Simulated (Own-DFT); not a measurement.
Si4SnGe11 (diamond-structure random alloy, atoms displaced) (calculated)

All values are calculated (Own-DFT development build). A calculation, not a measurement: plane-wave density functional theory by an unreviewed code, no spin, of a simulated periodic cell, stress positive in tension, run twice, with PBE and with PBEsol, both on files made for PBE, so the change isn't that of files made for PBEsol, forces on such cells moved up to 12 meV/angstrom on a denser k mesh; the far tail of each file's local potential was reset to the Coulomb form; each entry is a single point on an unrelaxed cell, so the pressure reflects the starting lattice, mostly measured values (interpolated for alloys), from which strain is counted, and rises with the displacements; printed positions are rounded, which can move forces by about a meV/angstrom; the program, named Own-DFT, is a retired in-house code; no spin-orbit coupling; stress was not checked against mesh or cutoff.

Settings shared by all entries: functional PBE, then PBEsol; potential files PseudoDojo norm-conserving, scalar-relativistic, standard set; wave cutoff 49 hartree; occupations Fermi-Dirac; smearing width 0.1 eV; k mesh 3 x 3 x 3 centred on Gamma.

(1) Si4SnGe11 (diamond-structure random alloy, atoms displaced)

```
Si4SnGe11
1.0
     11.3064     0.0000     0.0000
      0.0000    11.3064     0.0000
      0.0000     0.0000    11.3064
Ge Si Ge Si Ge Si Ge Si Ge Si Ge Si Ge Si Ge Si Ge Sn Ge Si Sn Ge Si Sn Ge Si Ge Si Ge Sn Ge Si Ge
1 1 1 1 4 1 4 1 9 2 2 1 1 1 5 1 1 1 3 2 1 1 2 1 2 1 5 1 2 1 2 1 1
Direct
  0.98628 0.00252 0.99682
  0.99704 0.25224 0.25408
  0.24907 0.00416 0.23325
  0.24152 0.25889 0.00118
  0.11216 0.12843 0.11933
  0.11409 0.37768 0.37394
  0.37384 0.12409 0.37053
  0.36866 0.37039 0.13254
  0.00084 0.99951 0.49726
  0.99146 0.24361 0.74381
  0.23941 0.99951 0.75436
  0.25339 0.24171 0.49001
  0.12408 0.12917 0.62421
  0.12757 0.38271 0.87443
  0.37804 0.12262 0.86830
  0.38224 0.39693 0.61980
  0.98654 0.49443 0.98791
  0.98481 0.75216 0.25366
  0.24993 0.48835 0.25262
  0.24999 0.73862 0.01634
  0.12854 0.62164 0.13223
  0.12412 0.86362 0.36937
  0.35996 0.63185 0.39019
  0.38876 0.87177 0.13139
  0.99895 0.49996 0.49758
  0.00161 0.74740 0.74052
  0.25062 0.49036 0.75415
  0.25612 0.74212 0.50120
  0.12495 0.63122 0.62682
  0.11669 0.88152 0.86478
  0.36330 0.62347 0.88585
  0.38453 0.86614 0.63217
  0.49547 0.99449 0.99247
  0.50215 0.24476 0.25620
  0.74399 0.00167 0.24809
  0.74380 0.25315 0.99672
  0.62647 0.12583 0.11508
  0.62579 0.37400 0.38616
  0.87558 0.13438 0.37779
  0.87948 0.35982 0.13130
  0.49379 0.00420 0.49715
  0.50353 0.25596 0.74453
  0.75159 0.00387 0.74938
  0.74177 0.25573 0.50038
  0.62315 0.11904 0.61960
  0.63820 0.37237 0.87432
  0.87665 0.12856 0.87768
  0.87039 0.35842 0.63063
  0.51149 0.48443 0.99855
  0.49124 0.74799 0.26667
  0.74688 0.50108 0.25026
  0.75054 0.74685 0.01426
  0.60828 0.64513 0.12726
  0.62196 0.88141 0.37580
  0.87353 0.62119 0.37650
  0.87323 0.87072 0.11075
  0.51063 0.49989 0.50485
  0.49315 0.74963 0.74545
  0.74897 0.50125 0.74274
  0.75152 0.74529 0.50947
  0.63190 0.62909 0.63132
  0.62464 0.86315 0.87610
  0.86643 0.61940 0.87703
  0.88787 0.87439 0.62142
```

| Item | Value |
| --- | --- |
| PBE pressure | 5.32 GPa |
| PBE stress xx | -5.47 GPa |
| PBE stress yy | -5.13 GPa |
| PBE stress zz | -5.35 GPa |
| PBE stress yz | 0.99 GPa |
| PBE stress xz | -0.02 GPa |
| PBE stress xy | 0.89 GPa |
| PBEsol pressure | 2.64 GPa |
| PBEsol stress xx | -2.77 GPa |
| PBEsol stress yy | -2.46 GPa |
| PBEsol stress zz | -2.67 GPa |
| PBEsol stress yz | 0.96 GPa |
| PBEsol stress xz | -0.03 GPa |
| PBEsol stress xy | 0.87 GPa |
| rms change of force components from PBE to PBEsol | 0.057 eV/Å |

Force:
```csv
force element,PBE force x (eV/Å),PBE force y (eV/Å),PBE force z (eV/Å),PBEsol force x (eV/Å),PBEsol force y (eV/Å),PBEsol force z (eV/Å)
Ge,1.318,-0.293,-0.791,1.281,-0.302,-0.695
Si,0.732,-0.948,0.127,0.716,-0.928,0.123
Ge,0.061,-0.953,0.666,0.035,-0.893,0.673
Si,0.296,-0.749,-0.561,0.326,-0.777,-0.499
Ge,0.447,0.548,0.118,0.435,0.47,0.122
Ge,0.726,-0.657,0.376,0.784,-0.639,0.345
Ge,-0.3,-0.859,-0.665,-0.28,-0.816,-0.635
Ge,1.225,-0.666,-0.926,1.211,-0.61,-0.849
Si,0.702,0.236,-0.459,0.681,0.226,-0.448
Ge,3.458,-1.437,3.613,3.362,-1.396,3.439
Ge,1.159,0.061,-0.883,1.166,0.112,-0.885
Ge,-0.609,1.905,1.093,-0.6,1.832,1.047
Ge,0.019,-0.879,-0.709,0.035,-0.828,-0.657
Si,-1.139,-1.588,0.048,-1.153,-1.499,0.01
Ge,-0.766,1.289,0.284,-0.744,1.178,0.283
Ge,-0.473,-2.523,0.343,-0.52,-2.446,0.372
Ge,1.263,0.001,1.27,1.227,-0.022,1.284
Ge,1.045,-0.534,-0.874,1.025,-0.523,-0.838
Ge,-0.33,1.455,0.741,-0.337,1.405,0.707
Ge,0.053,2.644,-0.772,0.053,2.478,-0.752
Ge,-1.988,-0.79,0.277,-1.892,-0.754,0.265
Ge,0.604,1.268,0.596,0.563,1.224,0.528
Ge,2.508,-3.43,-1.957,2.49,-3.354,-1.986
Si,-1.351,0.2,-0.599,-1.315,0.195,-0.58
Si,0.258,0.559,0.594,0.254,0.554,0.576
Ge,-0.663,0.249,2.273,-0.638,0.245,2.12
Ge,-0.286,1.62,-0.381,-0.225,1.619,-0.412
Si,-2.235,2.814,2.125,-2.198,2.759,2.087
Ge,0.861,-1.903,-0.965,0.814,-1.833,-0.876
Si,-0.127,-1.293,1.797,-0.134,-1.259,1.743
Ge,1.528,-0.913,-0.879,1.466,-0.887,-0.852
Ge,-2.481,2.097,-2.025,-2.36,2.038,-1.94
Ge,0.555,-0.169,0.604,0.572,-0.139,0.549
Ge,-0.516,-0.261,-1.601,-0.522,-0.263,-1.545
Ge,1.069,0.112,-0.466,1.015,0.108,-0.456
Si,1.547,-0.618,0.195,1.534,-0.626,0.288
Ge,-0.705,-0.185,0.195,-0.713,-0.22,0.239
Sn,-3.253,3.879,-5.372,-3.165,3.69,-5.24
Ge,0.762,-1.972,-0.938,0.675,-1.902,-0.898
Ge,-1.667,1.557,-1.026,-1.605,1.547,-1.034
Ge,-0.16,-0.85,0.453,-0.132,-0.823,0.433
Si,0.11,-0.057,0.272,0.076,-0.089,0.227
Si,0.327,-0.72,0.382,0.286,-0.74,0.333
Sn,1.539,-5.988,1.17,1.51,-5.863,1.153
Ge,-0.796,-0.489,1.87,-0.781,-0.462,1.738
Si,-0.972,-0.037,-1.001,-0.963,0.058,-1.011
Si,-1.718,0.15,-0.535,-1.606,0.149,-0.522
Sn,1.868,4.807,0.065,1.786,4.652,0.095
Ge,-1.126,1.211,0.423,-1.142,1.222,0.449
Ge,-0.181,0.807,0.066,-0.142,0.763,0.077
Si,0.478,0.758,-1.182,0.475,0.747,-1.155
Ge,-0.71,-0.955,-2.315,-0.731,-0.878,-2.211
Ge,0.726,-2.682,0.355,0.706,-2.571,0.332
Ge,-0.184,-0.178,0.048,-0.195,-0.168,0.044
Ge,0.191,-1.402,-0.812,0.185,-1.285,-0.789
Ge,0.201,1.252,2.324,0.182,1.206,2.254
Si,-1.482,3.174,0.606,-1.46,3.116,0.608
Ge,1.227,-2.056,2.374,1.2,-1.971,2.295
Ge,-0.183,0.313,2.158,-0.189,0.308,2.032
Sn,0.503,1.905,-1.863,0.498,1.844,-1.803
Ge,-3.035,-1.697,0.96,-2.909,-1.631,0.951
Ge,0.646,0.971,-0.548,0.589,0.927,-0.502
Si,-0.029,0.932,-0.637,-0.032,0.907,-0.622
Ge,-0.548,1.958,0.88,-0.531,1.819,0.867
```

(2) Si4SnGe11 (diamond-structure random alloy, atoms displaced)

```
Si4SnGe11
1.0
     11.3064     0.0000     0.0000
      0.0000    11.3064     0.0000
      0.0000     0.0000    11.3064
Ge Si Ge Sn Ge Sn Si Ge Si Ge Si Ge Si Ge Sn Ge Si Ge Sn Ge Si Ge Si Ge Si Ge Si Ge Si Ge
1 1 5 1 1 1 2 3 1 2 2 2 2 6 1 7 1 2 1 6 1 2 1 3 2 2 2 1 1 1
Direct
  0.99710 0.00019 0.99583
  0.99948 0.23859 0.25974
  0.25111 0.00140 0.26205
  0.23917 0.26557 0.00301
  0.13073 0.11528 0.12152
  0.13610 0.37673 0.37413
  0.36784 0.12955 0.37269
  0.36940 0.37550 0.13654
  0.98968 0.00679 0.49789
  0.00647 0.25218 0.76098
  0.25018 0.99901 0.75378
  0.26338 0.25529 0.49146
  0.11286 0.12637 0.62749
  0.12921 0.36208 0.87710
  0.38364 0.12805 0.86910
  0.37424 0.37458 0.62232
  0.00493 0.50628 0.00951
  0.01030 0.75341 0.24974
  0.25031 0.48713 0.24686
  0.25155 0.74608 0.00863
  0.13115 0.63070 0.12194
  0.13430 0.88135 0.37679
  0.37784 0.61884 0.37862
  0.38162 0.88351 0.12659
  0.99301 0.51635 0.49042
  0.00008 0.74601 0.76418
  0.25946 0.50739 0.75768
  0.23114 0.74484 0.50418
  0.12670 0.61589 0.63151
  0.12293 0.87195 0.86738
  0.38740 0.63597 0.87615
  0.38690 0.87213 0.62550
  0.49800 0.00524 0.00577
  0.50559 0.24712 0.25341
  0.75370 0.99206 0.25700
  0.74861 0.24766 0.00613
  0.63805 0.12527 0.14084
  0.61931 0.36819 0.37955
  0.88573 0.11782 0.37447
  0.86821 0.36253 0.12037
  0.50125 0.99751 0.49353
  0.50187 0.25055 0.73557
  0.75302 0.00036 0.74311
  0.75891 0.25027 0.50119
  0.61346 0.12090 0.62003
  0.63070 0.38412 0.88103
  0.86753 0.13391 0.86289
  0.86763 0.36567 0.62284
  0.50809 0.50253 0.00481
  0.50396 0.73970 0.25372
  0.75421 0.48840 0.24414
  0.73776 0.75818 0.99638
  0.62138 0.61952 0.12252
  0.63583 0.87739 0.36057
  0.88433 0.62548 0.38520
  0.86176 0.86641 0.11538
  0.51071 0.50836 0.49363
  0.49910 0.75347 0.75234
  0.75302 0.50163 0.75521
  0.74529 0.75478 0.49846
  0.61912 0.62660 0.61754
  0.62672 0.87300 0.88679
  0.88796 0.62643 0.87513
  0.86140 0.87295 0.62822
```

| Quantity | Value |
| --- | --- |
| PBE pressure | 5.56 GPa |
| PBE stress xx | -5.44 GPa |
| PBE stress yy | -5.57 GPa |
| PBE stress zz | -5.68 GPa |
| PBE stress yz | 0.22 GPa |
| PBE stress xz | -0.57 GPa |
| PBE stress xy | -0.51 GPa |
| PBEsol pressure | 2.88 GPa |
| PBEsol stress xx | -2.78 GPa |
| PBEsol stress yy | -2.89 GPa |
| PBEsol stress zz | -2.99 GPa |
| PBEsol stress yz | 0.21 GPa |
| PBEsol stress xz | -0.53 GPa |
| PBEsol stress xy | -0.48 GPa |
| rms change of force components from PBE to PBEsol | 0.062 eV/Å |

Force:
```csv
force element,PBE force x (eV/Å),PBE force y (eV/Å),PBE force z (eV/Å),PBEsol force x (eV/Å),PBEsol force y (eV/Å),PBEsol force z (eV/Å)
Ge,-0.826,-0.441,-0.139,-0.76,-0.404,-0.162
Si,0.881,0.798,-1.321,0.918,0.841,-1.347
Ge,0.832,-0.173,-2.19,0.783,-0.132,-2.083
Ge,1.672,-3.657,0.478,1.604,-3.541,0.457
Ge,-0.838,0.804,0.641,-0.798,0.766,0.598
Ge,-1.725,-0.473,0.354,-1.701,-0.443,0.355
Ge,1.568,-0.299,0.407,1.554,-0.34,0.342
Sn,3.227,-1.001,-2.546,3.166,-1.079,-2.517
Ge,1.182,-1.909,1.238,1.194,-1.878,1.262
Sn,-1.717,0.352,-2.42,-1.683,0.321,-2.358
Si,0.39,0.132,-0.881,0.38,0.133,-0.857
Si,-1.533,0.194,1.745,-1.535,0.152,1.651
Ge,2.978,-1.244,-1.663,2.828,-1.21,-1.612
Ge,0.818,5.304,0.758,0.812,5.131,0.768
Ge,-2.311,-0.691,1.543,-2.202,-0.657,1.511
Si,-0.682,2.241,-1.599,-0.657,2.213,-1.499
Ge,-0.609,-1.221,-0.956,-0.555,-1.199,-0.898
Ge,-1.229,0.356,-0.195,-1.153,0.314,-0.164
Si,-1.94,4.544,2.552,-1.947,4.434,2.492
Si,0.173,2.517,-0.29,0.129,2.434,-0.309
Ge,0.313,-1.004,1.46,0.224,-1.001,1.425
Ge,-1.886,-0.349,0.683,-1.826,-0.346,0.655
Si,-1.162,0.046,-0.221,-1.156,0.109,-0.239
Si,-0.925,-1.402,0.815,-0.872,-1.341,0.821
Ge,2.951,-4.261,3.297,2.861,-4.109,3.194
Ge,-0.043,0.276,-2.521,0.022,0.322,-2.467
Ge,-0.97,-2.43,-1.145,-0.972,-2.322,-1.1
Ge,2.586,0.045,-0.073,2.48,0.061,-0.053
Ge,-1.223,0.245,0.321,-1.183,0.263,0.297
Ge,1.252,0.574,1.656,1.137,0.532,1.602
Sn,-1.136,-1.446,2.431,-1.107,-1.402,2.272
Ge,-2.118,0.564,-0.43,-2.012,0.527,-0.421
Ge,0.753,0.32,0.077,0.767,0.338,0.028
Ge,-0.09,-0.885,0.448,-0.082,-0.857,0.451
Ge,2.595,1.425,-1.67,2.429,1.379,-1.613
Ge,-0.741,-0.603,-1.528,-0.7,-0.563,-1.468
Ge,-0.938,-0.467,-0.923,-0.91,-0.443,-0.896
Ge,1.212,0.881,0.12,1.205,0.807,0.072
Si,-1.95,1.168,-0.598,-1.971,1.08,-0.528
Ge,2.514,0.699,1.278,2.383,0.698,1.215
Ge,-0.309,-0.301,-0.806,-0.296,-0.281,-0.754
Sn,0.237,1.961,2.067,0.27,1.833,2.054
Ge,-1.829,0.515,1.07,-1.756,0.503,1.026
Ge,-1.457,-1.95,-1.316,-1.436,-1.85,-1.234
Ge,3.204,-1.526,-1.66,3.109,-1.486,-1.612
Ge,-0.385,-0.546,0.364,-0.319,-0.558,0.319
Ge,-1.188,-2.021,2.386,-1.148,-1.963,2.318
Ge,1.194,2.593,0.441,1.134,2.504,0.427
Si,-0.347,-0.982,-0.311,-0.328,-0.961,-0.3
Ge,-0.84,0.954,-0.415,-0.742,0.935,-0.421
Ge,-0.506,0.929,1.065,-0.502,0.88,1.011
Si,1.911,-2.848,0.935,1.782,-2.815,0.885
Ge,1.515,0.641,0.349,1.469,0.636,0.412
Ge,-2.171,-1.874,2.34,-2.118,-1.778,2.229
Ge,-3.337,2.896,-3.428,-3.174,2.769,-3.326
Si,1.438,0.673,0.736,1.459,0.713,0.774
Si,-1.454,-1.051,0.672,-1.395,-1.102,0.618
Ge,3.108,1.479,-2.167,2.975,1.472,-2.08
Ge,0.306,0.896,-0.961,0.289,0.796,-0.925
Si,-0.074,-0.779,0.02,-0.033,-0.714,-0.014
Si,1.06,0.506,0.896,1.048,0.513,0.971
Ge,-0.972,1.791,-1.982,-1.007,1.781,-1.971
Si,-2.198,-0.513,1.431,-2.121,-0.531,1.379
Ge,1.787,-0.97,-0.721,1.748,-0.881,-0.662
```

(3) Si4SnGe11 (diamond-structure random alloy, atoms displaced)

```
Si4SnGe11
1.0
     11.3064     0.0000     0.0000
      0.0000    11.3064     0.0000
      0.0000     0.0000    11.3064
Ge Sn Si Ge Si Ge Si Ge Si Ge Si Ge Si Ge Si Sn Ge Si Ge Si Ge Si Ge Sn Ge Sn Ge Si Ge Si
3 1 4 3 1 1 1 2 2 1 1 3 1 3 1 1 1 1 6 1 3 1 5 1 1 1 6 1 6 1
Direct
  0.99618 0.99856 0.00184
  0.00589 0.25976 0.24207
  0.24500 0.00555 0.24862
  0.24931 0.26315 0.99403
  0.12605 0.12043 0.13132
  0.12036 0.37883 0.38391
  0.37917 0.11398 0.37273
  0.37792 0.37748 0.13150
  0.00028 0.99639 0.50039
  0.00429 0.24663 0.76112
  0.26428 0.00328 0.75311
  0.25318 0.24897 0.47619
  0.12602 0.13911 0.62988
  0.12741 0.36852 0.85664
  0.37653 0.11930 0.88171
  0.36396 0.37972 0.62340
  0.00081 0.51098 0.00641
  0.00202 0.75047 0.26775
  0.25482 0.47958 0.25697
  0.25394 0.74873 0.00755
  0.13716 0.62578 0.12644
  0.13193 0.88288 0.37977
  0.37197 0.62066 0.37870
  0.37736 0.86570 0.12458
  0.00453 0.49311 0.48259
  0.99692 0.74738 0.75142
  0.26492 0.50011 0.74725
  0.25172 0.74433 0.49179
  0.13606 0.61700 0.64711
  0.13022 0.88073 0.88458
  0.37510 0.61968 0.86779
  0.37905 0.86017 0.62236
  0.50468 0.00657 0.00475
  0.49865 0.25345 0.25062
  0.75644 0.99420 0.24925
  0.75194 0.24699 0.00299
  0.62520 0.12812 0.13478
  0.63219 0.38087 0.37787
  0.87289 0.10711 0.37172
  0.87454 0.35942 0.12385
  0.50633 0.98589 0.50640
  0.49769 0.25759 0.74520
  0.74055 0.99799 0.75457
  0.73945 0.25602 0.50673
  0.64013 0.12866 0.63448
  0.62915 0.36214 0.88193
  0.87350 0.11363 0.87837
  0.86707 0.37728 0.62680
  0.50224 0.50373 0.99085
  0.50348 0.74338 0.25839
  0.75893 0.50390 0.25706
  0.74824 0.73696 0.00342
  0.62438 0.61692 0.12617
  0.61966 0.87993 0.36675
  0.88201 0.61616 0.37269
  0.87246 0.87904 0.13761
  0.51053 0.49904 0.49642
  0.50043 0.74809 0.74673
  0.75900 0.49675 0.74573
  0.72585 0.74541 0.49598
  0.62552 0.63353 0.62345
  0.62212 0.87358 0.89402
  0.87418 0.61868 0.88099
  0.87584 0.86508 0.61408
```

| Item | Value |
| --- | --- |
| PBE pressure | 5.01 GPa |
| PBE stress xx | -5.14 GPa |
| PBE stress yy | -4.91 GPa |
| PBE stress zz | -4.99 GPa |
| PBE stress yz | -0.59 GPa |
| PBE stress xz | -0.44 GPa |
| PBE stress xy | 1.46 GPa |
| PBEsol pressure | 2.33 GPa |
| PBEsol stress xx | -2.46 GPa |
| PBEsol stress yy | -2.23 GPa |
| PBEsol stress zz | -2.3 GPa |
| PBEsol stress yz | -0.58 GPa |
| PBEsol stress xz | -0.42 GPa |
| PBEsol stress xy | 1.41 GPa |
| rms change of force components from PBE to PBEsol | 0.059 eV/Å |

Force:
```csv
force element,PBE force x (eV/Å),PBE force y (eV/Å),PBE force z (eV/Å),PBEsol force x (eV/Å),PBEsol force y (eV/Å),PBEsol force z (eV/Å)
Ge,0.712,-0.028,1.336,0.66,-0.043,1.257
Ge,0.629,-1.906,1.677,0.543,-1.832,1.594
Ge,1.392,-1.025,-0.329,1.323,-1.04,-0.271
Sn,-0.094,-1.294,1.479,-0.048,-1.318,1.41
Si,-1.006,0.896,-1.011,-0.996,0.872,-0.981
Si,1.623,-2.308,-2.296,1.542,-2.208,-2.287
Si,0.302,0.553,0.29,0.337,0.488,0.244
Si,1.185,0.412,-0.789,1.167,0.402,-0.769
Ge,0.187,0.36,1.202,0.207,0.373,1.103
Ge,-1.376,-0.576,-0.479,-1.363,-0.613,-0.52
Ge,-1.23,-0.746,-1.03,-1.193,-0.714,-0.967
Si,-0.289,-0.087,1.748,-0.277,-0.081,1.771
Ge,1.024,-1.227,-1.265,0.957,-1.205,-1.183
Si,-0.526,3.172,1.011,-0.495,3.087,0.958
Ge,1.515,1.031,-1.043,1.449,0.964,-0.994
Ge,2.298,-1.638,-2.261,2.19,-1.535,-2.141
Si,0.556,-1.784,-0.439,0.526,-1.725,-0.41
Si,0.588,0.437,-1.435,0.574,0.434,-1.398
Ge,-0.674,1.543,0.062,-0.652,1.568,0.069
Si,0.458,0.004,-1.354,0.369,-0.016,-1.344
Ge,-0.938,-0.315,1.163,-0.896,-0.337,1.163
Ge,-0.197,-1.176,0.005,-0.206,-1.068,0.002
Ge,-0.3,-1.659,0.823,-0.27,-1.618,0.743
Si,-0.577,1.607,-0.396,-0.513,1.621,-0.344
Ge,-0.578,1.372,2.833,-0.646,1.389,2.783
Ge,-0.893,1.5,1.114,-0.833,1.405,1.112
Ge,0.64,-2.444,3.089,0.609,-2.401,2.907
Si,-0.195,0.623,0.862,-0.183,0.615,0.839
Sn,-2.387,1.993,-4.084,-2.33,1.919,-3.932
Ge,0.133,-0.835,-0.734,0.092,-0.78,-0.729
Si,0.345,1.393,1.306,0.367,1.337,1.239
Ge,-1.194,0.671,-0.399,-1.088,0.672,-0.351
Ge,-0.803,-0.699,1.033,-0.749,-0.656,0.967
Ge,0.14,0.153,1.016,0.174,0.109,0.948
Ge,-2.125,0.928,0.3,-2.047,0.897,0.292
Ge,-0.041,-1.324,-0.163,-0.037,-1.275,-0.153
Ge,0.514,-0.261,-0.247,0.496,-0.256,-0.257
Si,-0.8,-0.286,-0.422,-0.727,-0.326,-0.458
Ge,0.679,2.793,0.753,0.66,2.667,0.724
Ge,0.162,2.84,-0.235,0.145,2.713,-0.199
Ge,-0.186,1.885,0.333,-0.156,1.774,0.324
Si,-0.008,-1.099,0.488,-0.004,-1.069,0.479
Ge,1.601,-1.751,0.03,1.532,-1.642,0.05
Ge,0.204,-1.745,-2.417,0.221,-1.722,-2.274
Ge,-2.792,0.198,-0.442,-2.662,0.17,-0.442
Ge,-0.723,1.216,-1.488,-0.667,1.201,-1.401
Ge,-0.184,0.822,-0.247,-0.181,0.801,-0.223
Sn,3.767,-1.807,-1.661,3.641,-1.761,-1.613
Ge,-0.346,-0.856,0.802,-0.265,-0.842,0.802
Sn,-1.152,-0.325,-1.525,-1.08,-0.343,-1.446
Ge,-0.796,-1.725,-1.548,-0.736,-1.637,-1.518
Ge,0.534,1.14,0.617,0.498,1.101,0.593
Ge,0.736,-0.736,-0.382,0.726,-0.699,-0.379
Ge,1.694,1.058,1.149,1.645,0.996,1.145
Ge,-0.528,2.044,0.796,-0.546,1.909,0.787
Ge,1.519,-2.533,-1.59,1.434,-2.406,-1.552
Si,-1.032,0.161,0.772,-1.059,0.215,0.803
Ge,0.162,-0.055,1.644,0.176,-0.028,1.534
Ge,-3.389,2.837,3.089,-3.274,2.76,3.003
Ge,3.292,1.325,-1.186,3.149,1.269,-1.15
Ge,-0.778,-2.631,1.241,-0.734,-2.498,1.207
Ge,0.131,-0.551,-1.337,0.126,-0.519,-1.294
Ge,0.359,0.314,-0.489,0.305,0.341,-0.51
Si,-0.947,0.152,0.661,-0.925,0.144,0.639
```
